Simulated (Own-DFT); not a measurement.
# Response to strain: wurtzite GaN, 96 atoms (Ga48N48)

All numbers below are calculated, not measured. The program, named Own-DFT, is a retired in-house plane-wave density functional code that no person has reviewed. Each row is one single-point run on a periodic cell that was not relaxed, without spin or spin-orbit coupling.

Settings of every run: PBE; PseudoDojo norm-conserving scalar-relativistic files; cutoff 42 hartree; 3 x 4 x 3 k mesh centred on Gamma; Fermi-Dirac smearing of 0.1 eV.

Known limits: forces on such cells passed a denser k mesh, each cell not checked; stress not checked against mesh or cutoff.

Unstrained cell vectors in Å: (12.756, 0.000, 0.000); (-4.783, 8.285, 0.000); (0.000, 0.000, 10.370). The unstrained cell has measured lattice constants (interpolated for alloys), not those of this functional. That, the random moves and any unrelaxed bonds set the pressure at no strain. Each run strains this cell uniformly, with the atoms carried along. Every atom was also moved at random, by a Gaussian of width 0.05 Å on each axis. Strain is the symmetric tensor, in per cent. Stress is positive in tension, and the pressure is minus a third of its trace.

| run | e_xx (%) | e_yy (%) | e_zz (%) | e_yz (%) | e_xz (%) | e_xy (%) | s_xx (GPa) | s_yy (GPa) | s_zz (GPa) | s_yz (GPa) | s_xz (GPa) | s_xy (GPa) | P (GPa) | E (meV/atom) |
|---|---|---|---|---|---|---|---|---|---|---|---|---|---|---|
| 1 | 1.60 | 1.68 | 1.92 | -0.84 | -1.63 | 1.34 | 1.25 | 0.67 | 2.73 | -1.64 | -2.89 | 3.12 | -1.55 | 5.7 |
| 2 | -1.43 | 0.96 | 1.21 | 1.18 | -1.95 | 1.86 | -12.53 | -4.38 | -2.80 | 2.59 | -3.75 | 5.23 | 6.57 | 17.5 |
| 3 | 1.30 | -1.54 | 1.36 | 0.21 | -0.65 | -1.56 | -3.10 | -14.36 | -1.43 | 1.17 | -1.19 | -5.71 | 6.29 | 25.2 |
| 4 | -1.26 | -0.18 | -2.00 | -0.06 | -1.55 | -0.70 | -13.93 | -11.78 | -19.15 | -0.35 | -3.05 | -1.65 | 14.95 | 36.9 |
| 5 | 1.51 | -1.85 | 1.44 | 1.26 | 0.64 | 0.83 | -3.20 | -12.32 | -2.36 | 2.15 | 1.90 | 3.18 | 5.96 | 23.3 |
| 6 | -0.25 | -1.78 | -1.47 | 0.89 | 1.31 | -0.61 | -13.99 | -16.50 | -16.94 | 3.46 | 3.50 | -2.82 | 15.81 | 51.8 |
| 7 | 1.62 | -0.38 | -1.82 | -1.08 | 0.05 | -1.74 | -2.29 | -9.75 | -14.78 | -2.16 | -0.10 | -4.97 | 8.94 | 23.1 |
| 8 | 1.08 | -1.59 | -1.35 | -1.85 | -0.15 | 1.45 | -6.92 | -12.51 | -16.20 | -4.99 | -0.11 | 3.71 | 11.88 | 35.4 |
| 9 | -1.70 | -1.15 | 0.39 | -1.12 | -1.10 | -1.43 | -17.22 | -14.49 | -9.06 | -2.57 | -2.87 | -4.24 | 13.59 | 50.9 |
| 10 | 0.65 | -1.18 | 1.28 | -0.65 | -1.53 | 0.95 | -4.58 | -10.81 | -2.52 | -1.03 | -2.45 | 2.21 | 5.97 | 0.2 |
| 11 | -1.80 | 0.39 | -1.81 | 1.22 | -0.18 | 1.32 | -15.92 | -9.28 | -19.46 | 3.18 | -0.59 | 4.95 | 14.89 | 42.4 |
| 12 | -1.29 | 1.14 | -0.23 | -1.55 | -1.80 | -0.44 | -11.49 | -4.81 | -9.06 | -3.02 | -3.13 | -1.32 | 8.46 | 17.7 |
| 13 | 1.12 | -1.55 | 0.02 | -1.31 | -0.86 | -1.43 | -6.04 | -12.05 | -8.03 | -3.38 | -2.21 | -4.06 | 8.71 | 27.3 |
| 14 | -0.21 | 1.72 | 1.68 | -0.16 | -1.70 | -1.19 | -5.08 | -0.23 | 0.39 | -0.67 | -2.88 | -2.97 | 1.64 | 0.0 |
| 15 | 1.92 | 1.20 | -1.29 | -1.92 | 0.36 | -0.66 | -0.31 | -1.49 | -11.91 | -4.08 | 1.27 | -0.76 | 4.57 | 18.4 |
| 16 | 0.04 | -1.96 | -1.37 | 0.82 | 1.59 | 1.22 | -11.38 | -16.86 | -17.12 | 1.51 | 4.09 | 4.31 | 15.12 | 46.6 |
| 17 | 0.94 | -1.48 | 0.52 | -1.62 | -1.10 | -0.39 | ? | ? | ? | ? | ? | ? | ? | ? |

E is the free energy for each atom above the lowest run shown.

## Worked fit

Each stress component was fitted by least squares to a constant and the strains of the runs shown, as fractions, with shears doubled. Shear strains stay in the fit of a normal stress only where such slopes are resolved. The slopes, in GPa:

```
stress  at no strain  per e_xx  per e_yy  per e_zz  scatter
  s_xx          -8.1  411 ± 19  131 ± 18   71 ± 17     0.93
  s_yy          -8.0  103 ± 20  400 ± 20   52 ± 18     0.99
  s_zz          -8.5   92 ± 15   81 ± 14  476 ± 14     0.73
```

Each shear stress against twice its own strain: yz 118 ± 11, xz 114 ± 11, xy 146 ± 8 GPa. These are stiffnesses along x, y and z of the frame in which the cell vectors are given, which need not be the crystal's axes. The atoms are held to the strained lattice; where symmetry lets them move under strain, relaxing them would lower some slopes. The table should be nearly symmetric about its diagonal, and what it lacks of that shows the noise. A ninth of its sum, 202 ± 4 GPa, estimates the bulk modulus near the mean pressure of these runs, 8.9 GPa, so it lies above the value at zero pressure.

## Withheld run

Question: what normal stresses and pressure should run 17 give?

The fit gives s_xx = -5.8, s_yy = -12.7, s_zz = -6.3 and P = 8.3 GPa. The calculation gave -3.96, -14.64, -5.99 and P = 8.19 GPa.
